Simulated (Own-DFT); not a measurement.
Simulation results for GaN (wurtzite, atoms displaced)

All values are calculated (Own-DFT development build). A calculation, not a measurement: plane-wave PBE density functional theory by an unreviewed code, no spin, of a simulated periodic cell, stress positive in tension, free energy of the whole cell less one offset for each atom, forces on such cells passed a denser k mesh, this cell's mesh not checked; offsets are fitted by least squares, one for each functional and potential file, so energies compare only between cells with the same atoms and settings and are not formation energies; the far tail of each file's local potential was reset to the Coulomb form; each entry is a single point on an unrelaxed cell, so the pressure reflects the starting lattice, mostly measured values (interpolated for alloys), from which strain is counted, and rises with the displacements; printed positions are rounded, which can move forces by about a meV/angstrom; the program, named Own-DFT, is a retired in-house code; no spin-orbit coupling.

Common to all runs: functional PBE; potential files PseudoDojo norm-conserving, scalar-relativistic, standard set with the stringent files for Ga; wave cutoff 96 hartree; occupations Gaussian; smearing width 0.01 eV; k mesh 3 x 4 x 3 centred on Gamma.

(1) GaN (wurtzite, atoms displaced)

```xyz
96
Lattice="12.7560 0.0000 0.0000 -4.7835 8.2853 0.0000 0.0000 0.0000 10.3700" Properties=species:S:1:pos:R:3 GaN
Ga    -0.0341     1.7915     0.0000
Ga     1.4950     0.8344     2.6236
N      0.0318     1.8359     1.9614
N      1.6364     0.8946     4.5103
Ga     0.0139     1.7825     5.1702
Ga     1.6033     0.9277     7.6719
N      0.0095     1.8104     7.1860
N      1.5732     0.9334     9.8273
Ga    -1.6449     4.5750    10.2521
Ga     0.0844     3.6605     2.6747
N     -1.5106     4.6381     1.9844
N     -0.0149     3.6639     4.5605
Ga    -1.6662     4.5863     5.2469
Ga    -0.0282     3.7306     7.8585
N     -1.6573     4.5209     7.2082
N      0.0830     3.6578     9.7565
Ga    -3.2596     7.3466     0.0122
Ga    -1.5119     6.4775     2.5643
N     -3.1916     7.3419     1.9260
N     -1.6267     6.4712     4.5319
Ga    -3.2185     7.4244     5.2170
Ga    -1.6286     6.4584     7.7967
N     -3.3721     7.3605     7.1686
N     -1.6393     6.3891     9.6578
Ga     3.1749     1.8449    10.3140
Ga     4.7671     0.8409     2.5419
N      3.1597     1.8852     2.0989
N      4.6804     0.9573     4.5511
Ga     3.1564     1.8418     5.1195
Ga     4.7762     0.9260     7.7454
N      3.1864     1.8704     7.1094
N      4.7961     0.9119     9.7172
Ga     1.5586     4.5841    10.3563
Ga     3.1517     3.6111     2.6256
N      1.6213     4.5996     1.9945
N      3.2551     3.7662     4.5135
Ga     1.6950     4.6352     5.1881
Ga     3.2113     3.7001     7.8094
N      1.5834     4.5935     7.2019
N      3.2266     3.7481     9.7241
Ga    -0.0558     7.3774     0.0131
Ga     1.6704     6.3591     2.4790
N     -0.0250     7.3379     1.8859
N      1.6680     6.4295     4.4540
Ga    -0.0201     7.3558     5.1876
Ga     1.6660     6.4846     7.7729
N      0.0431     7.4277     7.1684
N      1.6354     6.5027     9.6653
Ga     6.2886     1.8378    10.3331
Ga     7.9373     1.0251     2.5976
N      6.4333     1.8067     2.0796
N      7.9798     0.8698     4.4852
Ga     6.3951     1.7683     5.2271
Ga     7.9872     0.8980     7.7597
N      6.3707     1.8227     7.0684
N      7.9372     0.9268     9.7356
Ga     4.7565     4.5944     0.0046
Ga     6.3960     3.5856     2.6035
N      4.7713     4.5358     1.9121
N      6.3734     3.6670     4.5990
Ga     4.7808     4.5529     5.1318
Ga     6.4130     3.7647     7.7512
N      4.7864     4.5867     7.0839
N      6.3875     3.6181     9.7183
Ga     3.2625     7.3852     0.1006
Ga     4.7587     6.4857     2.6329
N      3.2271     7.4041     2.0124
N      4.7860     6.5081     4.5426
Ga     3.2647     7.3312     5.2013
Ga     4.7396     6.4848     7.7534
N      3.1998     7.3427     7.1710
N      4.7928     6.4322     9.7145
Ga     9.6224     1.9155     0.0011
Ga    11.2369     0.8818     2.5912
N      9.5647     1.7905     1.9862
N     11.1889     0.8401     4.5512
Ga     9.4942     1.8038     5.1564
Ga    11.1971     0.9441     7.7613
N      9.5781     1.8439     7.1601
N     11.2149     1.0236     9.8164
Ga     7.9404     4.5922    10.3533
Ga     9.4979     3.7230     2.6217
N      7.9818     4.6507     1.8856
N      9.5894     3.6673     4.5356
Ga     7.9767     4.5731     5.1354
Ga     9.5678     3.7473     7.7220
N      8.0481     4.5431     7.0225
N      9.6006     3.7259     9.7230
Ga     6.4185     7.3821     0.0436
Ga     7.9502     6.4381     2.5628
N      6.3077     7.3920     1.8938
N      7.9716     6.4649     4.5678
Ga     6.3296     7.4061     5.2443
Ga     7.9438     6.4826     7.8616
N      6.4545     7.3527     7.1159
N      7.9911     6.4441     9.6929
```

| Quantity | Value |
| --- | --- |
| free energy of cell above offsets | -5.059 eV |
| pressure | 6.99 GPa |
| stress xx | -7.76 GPa |
| stress yy | -5.93 GPa |
| stress zz | -7.29 GPa |
| stress yz | -0.06 GPa |
| stress xz | -0.65 GPa |
| stress xy | -1.02 GPa |

Force:
```tsv
element	x (eV/Å)	y (eV/Å)	z (eV/Å)
Ga	2.221	1.746	0.963
Ga	1.584	0.706	-1.002
N	-0.456	0.153	0.148
N	-1.084	0.501	0.833
Ga	-0.313	0.902	0.502
Ga	0.048	0.022	1.786
N	0.007	1.228	-0.887
N	0.476	-0.626	-1.584
Ga	2.19	0.594	2.469
Ga	-1.433	0.352	-1.009
N	-0.858	-0.784	-0.762
N	0.541	0.084	1.254
Ga	1.366	0.432	-0.84
Ga	0.779	-0.967	-1.056
N	2.156	2.144	-1.118
N	-1.83	-0.259	-0.032
Ga	1.468	0.442	-0.275
Ga	-1.74	-1.307	0.62
N	-0.032	-0.3	0.361
N	0.127	-0.419	0.749
Ga	-0.037	-1.493	-0.221
Ga	0.032	0.265	-1.306
N	3.322	0.574	-0.725
N	0.173	1.155	1.31
Ga	-0.098	0.448	1.283
Ga	-0.163	1.294	1.155
N	-0.014	-2.689	-2.174
N	2.036	-1.207	-0.529
Ga	0.262	1.125	0.61
Ga	0.204	0.773	0.026
N	-0.081	-0.239	0.017
N	-1.311	-0.011	-0.053
Ga	1.246	1.275	0.379
Ga	0.992	1.901	-0.545
N	-0.048	-1.178	-1.304
N	-1.478	-1.595	0.459
Ga	-1.547	-0.189	0.454
Ga	-0.208	0.003	-0.595
N	0.208	0.499	-0.895
N	-0.97	-1.273	0.118
Ga	0.651	-0.871	-1.697
Ga	-0.451	1.9	1.211
N	1.533	0.368	0.506
N	-0.828	0.567	0.962
Ga	0.58	0.095	-0.296
Ga	-1.428	-0.828	0.212
N	-0.832	-1.576	-0.632
N	-0.479	-0.49	1.99
Ga	1.894	-0.411	0.915
Ga	2.222	-2.334	0.06
N	-2.824	0.24	-2.537
N	-0.41	0.239	1.408
Ga	-0.722	0.325	-1.64
Ga	-0.357	0.751	0.734
N	0.354	0.322	1.956
N	0.746	0.303	0.179
Ga	1.038	0.461	0.096
Ga	-0.705	2.01	0.241
N	0.353	0.67	1.207
N	0.466	-0.554	-1.095
Ga	1.196	1.407	0.693
Ga	-0.053	-1.177	-0.433
N	0.031	0.687	0.515
N	-0.236	1.264	-0.352
Ga	-0.673	0.183	-1.285
Ga	0.476	-1.179	-0.588
N	-0.71	0.037	-0.508
N	0.846	-1.486	0.23
Ga	-1.657	0.467	-0.373
Ga	1.637	-1.015	0.541
N	0.238	0.924	-1.419
N	0.613	0.446	0.115
Ga	-1.398	-0.789	0.441
Ga	-1.21	0.83	0.209
N	0.603	1.293	-0.285
N	-0.457	1.626	-0.256
Ga	1.311	0.226	0.311
Ga	-0.592	-0.373	0.643
N	-0.009	-0.218	-0.506
N	-1.97	-2.224	-1.831
Ga	0.339	-0.224	-0.329
Ga	2.053	-0.355	-1.014
N	-0.708	-0.867	0.872
N	-0.744	-0.443	0.184
Ga	-0.125	0.852	-0.221
Ga	-1.356	-2.166	1.309
N	-1.414	1.39	1.661
N	-1.824	-0.74	-0.772
Ga	-0.953	0.043	-1.554
Ga	-0.136	0.367	0.894
N	1.08	-0.706	1.29
N	-0.37	-0.222	-0.767
Ga	1.112	-1.45	-0.813
Ga	-0.605	-1.669	-1.721
N	-1.89	0.417	1.232
N	-0.984	-0.424	1.518
```

(2) GaN (wurtzite, atoms displaced)

```xyz
96
Lattice="12.7560 0.0000 0.0000 -4.7835 8.2853 0.0000 0.0000 0.0000 10.3700" Properties=species:S:1:pos:R:3 GaN
Ga    -0.0577     1.9083     0.0278
Ga     1.5517     0.9938     2.5387
N      0.0650     1.8643     1.9620
N      1.5737     0.8085     4.5920
Ga    -0.0869     1.8801     5.1858
Ga     1.5549     0.8740     7.8286
N     -0.0467     1.8943     7.0589
N      1.5749     0.9372     9.7463
Ga    -1.6417     4.5929    10.2324
Ga    -0.0323     3.7081     2.6312
N     -1.6098     4.5770     1.9654
N     -0.0422     3.7929     4.4910
Ga    -1.5878     4.6060     5.2473
Ga     0.0183     3.6975     7.7786
N     -1.4930     4.5638     7.1683
N     -0.0041     3.6363     9.7673
Ga    -3.2265     7.3730    10.3331
Ga    -1.6174     6.4285     2.5845
N     -3.1489     7.3462     1.9772
N     -1.5707     6.4396     4.5123
Ga    -3.2381     7.3068     5.1402
Ga    -1.6266     6.4077     7.8173
N     -3.2477     7.3383     7.1262
N     -1.6691     6.4722     9.7010
Ga     3.2432     1.7922     0.0486
Ga     4.7849     0.8931     2.5649
N      3.2233     1.7753     2.0116
N      4.7006     0.9399     4.6739
Ga     3.0787     1.7448     5.1393
Ga     4.7670     0.8502     7.7114
N      3.1287     1.8283     6.9921
N      4.8321     0.9406     9.7109
Ga     1.5727     4.5495    10.3688
Ga     3.1223     3.7025     2.5634
N      1.5369     4.5180     1.8725
N      3.2172     3.6377     4.6190
Ga     1.5626     4.5653     5.1711
Ga     3.1302     3.6890     7.8385
N      1.6153     4.5934     7.1280
N      3.1580     3.7292     9.7789
Ga    -0.0137     7.3404    10.3573
Ga     1.6342     6.3847     2.5781
N      0.0066     7.3918     1.8985
N      1.6005     6.4251     4.5710
Ga     0.0223     7.3798     5.1771
Ga     1.6153     6.4814     7.7756
N      0.0646     7.3696     7.0998
N      1.6062     6.4489     9.6778
Ga     6.2941     1.9049     0.0216
Ga     7.9651     0.9895     2.5288
N      6.3665     1.9082     1.8951
N      8.0458     0.8061     4.4956
Ga     6.4330     1.8836     5.1937
Ga     7.9192     0.8643     7.7511
N      6.2634     1.9075     7.1655
N      7.9756     1.0130     9.7095
Ga     4.7523     4.6564    10.3599
Ga     6.4153     3.6610     2.6429
N      4.7061     4.4661     1.9809
N      6.3910     3.6438     4.5934
Ga     4.8231     4.6637     5.1940
Ga     6.3749     3.6850     7.7935
N      4.8593     4.5586     7.1624
N      6.3161     3.6774     9.7818
Ga     3.1914     7.3893    10.3466
Ga     4.7743     6.4230     2.5145
N      3.1879     7.3215     1.9581
N      4.7903     6.4556     4.5096
Ga     3.1622     7.4243     5.1340
Ga     4.8036     6.4285     7.7053
N      3.2544     7.3990     7.1268
N      4.7367     6.3490     9.7561
Ga     9.6111     1.9371     0.0717
Ga    11.1872     0.9138     2.6799
N      9.5175     1.8312     1.9566
N     11.1316     0.8588     4.6205
Ga     9.5796     1.8236     5.2622
Ga    11.1049     0.9302     7.7837
N      9.5197     1.9450     7.1232
N     11.2080     0.9061     9.6933
Ga     8.0105     4.5117     0.0086
Ga     9.5691     3.7232     2.5785
N      8.0258     4.6088     1.9188
N      9.5532     3.7033     4.5929
Ga     7.9585     4.6460     5.2131
Ga     9.5945     3.6708     7.8272
N      7.9647     4.6152     7.0538
N      9.5589     3.6911     9.7656
Ga     6.2895     7.3511    10.3243
Ga     7.9284     6.4597     2.7104
N      6.4491     7.2850     1.9083
N      8.0736     6.4599     4.5220
Ga     6.3162     7.3403     5.2334
Ga     8.0130     6.5737     7.8738
N      6.3464     7.3804     7.1384
N      8.0888     6.3958     9.7315
```

| Property | Result |
| --- | --- |
| free energy of cell above offsets | -4.872 eV |
| pressure | 6.86 GPa |
| stress xx | -6.34 GPa |
| stress yy | -6.57 GPa |
| stress zz | -7.66 GPa |
| stress yz | 0.47 GPa |
| stress xz | -0.7 GPa |
| stress xy | -0.31 GPa |

Force:
```tsv
element	x (eV/Å)	y (eV/Å)	z (eV/Å)
Ga	0.936	-1.787	0.047
Ga	1.714	-2.429	1.426
N	-2.491	0.413	0.042
N	-1.776	1.623	-1.587
Ga	1.451	-0.344	-0.656
Ga	0.508	1.244	-1.481
N	-0.012	-0.768	1.736
N	0.029	0.299	0.331
Ga	1.243	0.922	2.152
Ga	-0.259	-0.016	-1.17
N	0.291	0.261	-1.322
N	0.252	-1.754	1.134
Ga	-0.715	0.667	-0.85
Ga	1.185	-0.837	0.339
N	-1.869	0.937	0.291
N	-0.609	1.404	-1.176
Ga	0.505	0.665	1.964
Ga	0.563	0.134	-0.106
N	-1.274	0.68	-0.61
N	-0.171	-0.164	0.967
Ga	2.471	0.793	1.136
Ga	0.516	0.747	-1.495
N	1.559	0.374	-0.281
N	1.251	-0.506	0.417
Ga	-0.615	0.587	-0.447
Ga	0.503	0.233	1.532
N	-0.787	1.127	-0.775
N	2.273	-0.389	-2.122
Ga	0.635	1.434	-0.108
Ga	-0.965	1.708	0.242
N	-0.051	-0.171	3.534
N	-1.175	-0.919	-0.334
Ga	-0.117	1.082	-0.649
Ga	0.238	-1.338	1.471
N	0.19	1.076	1.344
N	-0.747	0.683	-1.264
Ga	1.301	0.203	0.345
Ga	1.157	-0.997	-1.163
N	-0.474	0.725	0.262
N	0.452	-1.36	-0.404
Ga	0.262	0.347	-0.443
Ga	-0.975	0.303	0.078
N	0.387	-1.182	0.695
N	0.12	-0.023	-0.709
Ga	-0.523	-0.204	-0.43
Ga	0.241	-0.766	-0.617
N	-1.082	-1.1	0.613
N	-0.321	-0.314	0.911
Ga	1.272	-0.725	-0.911
Ga	-0.816	-1.46	0.51
N	0.068	-1.155	1.493
N	-0.736	3.451	-0.279
Ga	-1.028	-1.521	0.434
Ga	-0.103	2.19	0.655
N	1.773	-1.409	-0.563
N	0.227	-0.666	0.542
Ga	0.101	-2.413	1.23
Ga	-0.495	0.783	-0.459
N	1.65	1.924	-0.484
N	0.284	1.346	-0.913
Ga	-0.909	-1.463	0.076
Ga	0.968	0.196	0.461
N	-1.805	1.147	-0.292
N	0.886	1.039	-0.745
Ga	-0.45	0.457	0.063
Ga	0.452	-0.708	0.585
N	-0.014	0.898	-0.59
N	-0.108	-0.115	-0.046
Ga	0.196	-2.605	0.746
Ga	-0.286	-0.794	0.974
N	-0.667	-0.862	-0.553
N	0.363	2.871	-1.324
Ga	-0.525	-2.07	-1.122
Ga	-0.323	-0.362	-1.023
N	1.895	0.421	0.466
N	0.156	0.744	-0.814
Ga	-0.623	0.718	-1.469
Ga	0.287	0.73	-0.748
N	0.055	-1.917	1.024
N	-1.002	0.24	0.802
Ga	-1.76	1.512	0.082
Ga	0.084	-0.393	1.153
N	-1.124	0.08	0.947
N	0.309	-0.608	-0.564
Ga	0.413	-0.587	-0.85
Ga	-0.874	1.187	-1.127
N	0.434	0.447	2.84
N	0.372	-0.47	-1.084
Ga	1.565	-0.381	0.334
Ga	1.651	-0.496	-2.774
N	-1.495	1.328	0.251
N	-3.409	-1.113	1.145
Ga	1.125	-0.322	-0.581
Ga	-1.371	-2.234	-1.269
N	0.652	0.197	0.613
N	-2.541	-0.359	0.353
```

(3) GaN (wurtzite, atoms displaced)

```xyz
96
Lattice="12.7560 0.0000 0.0000 -4.7835 8.2853 0.0000 0.0000 0.0000 10.3700" Properties=species:S:1:pos:R:3 GaN
Ga     0.0384     1.8063    10.3555
Ga     1.5774     0.8617     2.5555
N     -0.0655     1.8354     2.0328
N      1.5250     0.8601     4.6011
Ga     0.0587     1.8874     5.2320
Ga     1.5850     0.9097     7.8236
N      0.0196     1.8942     7.1036
N      1.6732     0.8252     9.7609
Ga    -1.6350     4.7746     0.0764
Ga    -0.0162     3.7538     2.6568
N     -1.6798     4.6148     1.9689
N      0.0276     3.7049     4.5624
Ga    -1.5637     4.5611     5.1734
Ga     0.1082     3.6000     7.8251
N     -1.6548     4.6063     7.0989
N      0.0323     3.6512     9.7269
Ga    -3.3175     7.4048    10.3518
Ga    -1.5878     6.4752     2.5995
N     -3.1599     7.3952     1.9556
N     -1.5585     6.3946     4.6044
Ga    -3.1036     7.4495     5.1685
Ga    -1.6255     6.5553     7.7671
N     -3.1722     7.3578     7.2059
N     -1.5484     6.4317     9.7064
Ga     3.2209     1.7644     0.0671
Ga     4.8159     0.9987     2.6408
N      3.2010     1.7450     1.9353
N      4.7910     0.8996     4.5607
Ga     3.2608     1.8145     5.2261
Ga     4.8168     0.9338     7.8386
N      3.1311     1.8105     7.1320
N      4.6838     0.9343     9.7632
Ga     1.5180     4.6442     0.0099
Ga     3.2620     3.7172     2.6070
N      1.6604     4.6263     1.8549
N      3.1046     3.6836     4.5461
Ga     1.6522     4.5641     5.2113
Ga     3.2478     3.6900     7.8290
N      1.5974     4.6323     7.1686
N      3.2248     3.7178     9.7481
Ga    -0.0042     7.4490     0.1029
Ga     1.5976     6.4179     2.6201
N      0.0140     7.3650     1.9462
N      1.6233     6.4297     4.5787
Ga     0.0761     7.4260     5.2264
Ga     1.6109     6.4246     7.7822
N      0.0343     7.3801     7.0461
N      1.5892     6.3921     9.7079
Ga     6.3875     1.8011    10.3341
Ga     8.0222     0.9221     2.5678
N      6.3382     1.8577     1.9166
N      7.9733     0.9897     4.4423
Ga     6.5123     1.9531     5.1386
Ga     7.9829     0.9750     7.8181
N      6.2829     1.8758     7.1450
N      8.0757     0.9272     9.7866
Ga     4.7223     4.6350    10.3295
Ga     6.3595     3.6487     2.6300
N      4.8005     4.6298     2.0074
N      6.3850     3.5830     4.5656
Ga     4.8135     4.6234     5.1384
Ga     6.3486     3.6627     7.8054
N      4.7681     4.7312     7.1072
N      6.4010     3.6808     9.6972
Ga     3.1438     7.4125     0.0812
Ga     4.7515     6.4010     2.5766
N      3.1296     7.3234     1.9345
N      4.7738     6.3843     4.5617
Ga     3.1584     7.3449     5.2523
Ga     4.7203     6.3505     7.8387
N      3.1696     7.3668     7.1589
N      4.7728     6.3728     9.7613
Ga     9.5608     1.7552     0.0102
Ga    11.1507     0.9861     2.6596
N      9.6270     1.7382     1.9659
N     11.1526     0.9754     4.5243
Ga     9.5418     1.8865     5.2136
Ga    11.0714     0.8666     7.6882
N      9.5454     1.9346     7.0826
N     11.0971     0.8839     9.7621
Ga     7.9083     4.5880     0.0312
Ga     9.5250     3.7303     2.5141
N      7.9811     4.6792     1.8631
N      9.5511     3.6829     4.6202
Ga     7.9766     4.6193     5.2666
Ga     9.5928     3.6831     7.8808
N      7.9990     4.7173     7.1053
N      9.6795     3.7050     9.7132
Ga     6.4013     7.4186     0.0240
Ga     7.9646     6.4406     2.5540
N      6.3492     7.3131     1.8316
N      7.8990     6.4505     4.5236
Ga     6.3827     7.4220     5.2736
Ga     7.9292     6.4953     7.8259
N      6.3750     7.3788     7.0692
N      7.9521     6.4890     9.7308
```

| Property | Result |
| --- | --- |
| free energy of cell above offsets | -3.520 eV |
| pressure | 7.64 GPa |
| stress xx | -4.71 GPa |
| stress yy | -8.16 GPa |
| stress zz | -10.05 GPa |
| stress yz | 0.48 GPa |
| stress xz | 0.25 GPa |
| stress xy | -0.16 GPa |

Force:
```tsv
element	x (eV/Å)	y (eV/Å)	z (eV/Å)
Ga	-0.783	0.523	0.699
Ga	-0.389	1.545	1.292
N	1.585	0.726	-1.225
N	1.447	2.236	-1.434
Ga	-0.885	-0.423	-1.16
Ga	-0.208	-0.049	-0.633
N	-0.494	-1.87	1.216
N	-1.004	2.279	-0.438
Ga	0.708	-2.58	-1.079
Ga	0.479	-0.754	-1.197
N	1.539	0.538	0.36
N	0.347	-0.137	-0.102
Ga	-0.713	0.477	1.027
Ga	-1.845	2.154	-0.384
N	1.359	0.192	0.998
N	-0.622	-0.087	0.783
Ga	2.2	-1.804	0.829
Ga	0	-0.068	0.878
N	-0.659	-1.231	-0.575
N	0.172	1.187	-1.034
Ga	-0.96	-3.056	0.986
Ga	1.606	-2.373	-0.102
N	-1.433	1.111	-1.042
N	-0.447	2.255	0.323
Ga	-1.502	2.135	-0.432
Ga	-0.492	-1.491	-0.036
N	-0.23	1.437	1.261
N	0.835	1.176	-0.266
Ga	-1.259	0.208	-0.554
Ga	-1.444	-0.866	-1
N	1.201	0.711	0.853
N	2.88	-0.487	-0.831
Ga	0.939	-0.986	-0.981
Ga	-1.516	-1.051	-0.434
N	-0.747	-0.53	2.393
N	2.446	-1.094	-0.349
Ga	-1.534	1.183	0.741
Ga	-0.8	-0.148	-0.737
N	0.801	-0.891	-0.321
N	-1.162	-1.443	0.152
Ga	-0.074	-1.698	-1.899
Ga	-0.365	0.051	0.136
N	0.164	0.286	1.525
N	-0.253	-0.102	-0.448
Ga	-0.662	-1.343	-1.572
Ga	-0.892	0.43	0.077
N	-0.097	0.421	2.874
N	-0.138	2.19	0.429
Ga	-0.304	0.791	0.292
Ga	-0.752	-0.401	-0.426
N	1.212	-0.074	-0.095
N	0.417	-1.333	1.734
Ga	-1.495	-4.175	1.7
Ga	-0.236	-0.478	-0.706
N	1.829	-0.105	-0.245
N	-2.832	-0.634	-1.199
Ga	1.213	-1.07	1.402
Ga	0.665	0.852	-0.745
N	0.386	-1.183	-1.003
N	-0.305	4.171	-1.08
Ga	-0.546	-0.889	0.644
Ga	0.616	1.576	-1.058
N	0.375	-3.62	-0.633
N	-0.773	-0.505	0.72
Ga	0.354	-1.689	-1.659
Ga	0.642	1.557	0.489
N	0.739	0.791	1.118
N	-0.026	1.815	-0.501
Ga	0.831	0.491	-1.134
Ga	0.448	3.113	0.304
N	0.483	0.909	0.528
N	-0.019	2.253	-0.29
Ga	1.87	2.572	0.921
Ga	0.587	-1.956	-0.501
N	-1.619	2.082	-0.786
N	0.005	-0.247	1.772
Ga	0.466	-0.357	-1.415
Ga	0.862	1.414	1.136
N	-0.506	-1.369	1.502
N	1.494	0.677	-1.778
Ga	1.298	0.337	-1.937
Ga	-0.286	-1.339	1.564
N	-0.641	-1.561	1.766
N	-0.23	0.48	-1.947
Ga	0.356	0.746	-1.548
Ga	0.18	1.409	-2
N	-0.87	-1.537	2.127
N	-1.685	-0.552	2.137
Ga	-1.007	-1.225	-1.271
Ga	-0.429	1.013	0.899
N	0.031	0.593	3.063
N	0.91	-0.001	0.059
Ga	-0.107	-0.476	-3.34
Ga	0.642	-0.266	-0.886
N	-0.71	-0.441	2.734
N	-0.632	-1.056	0.011
```
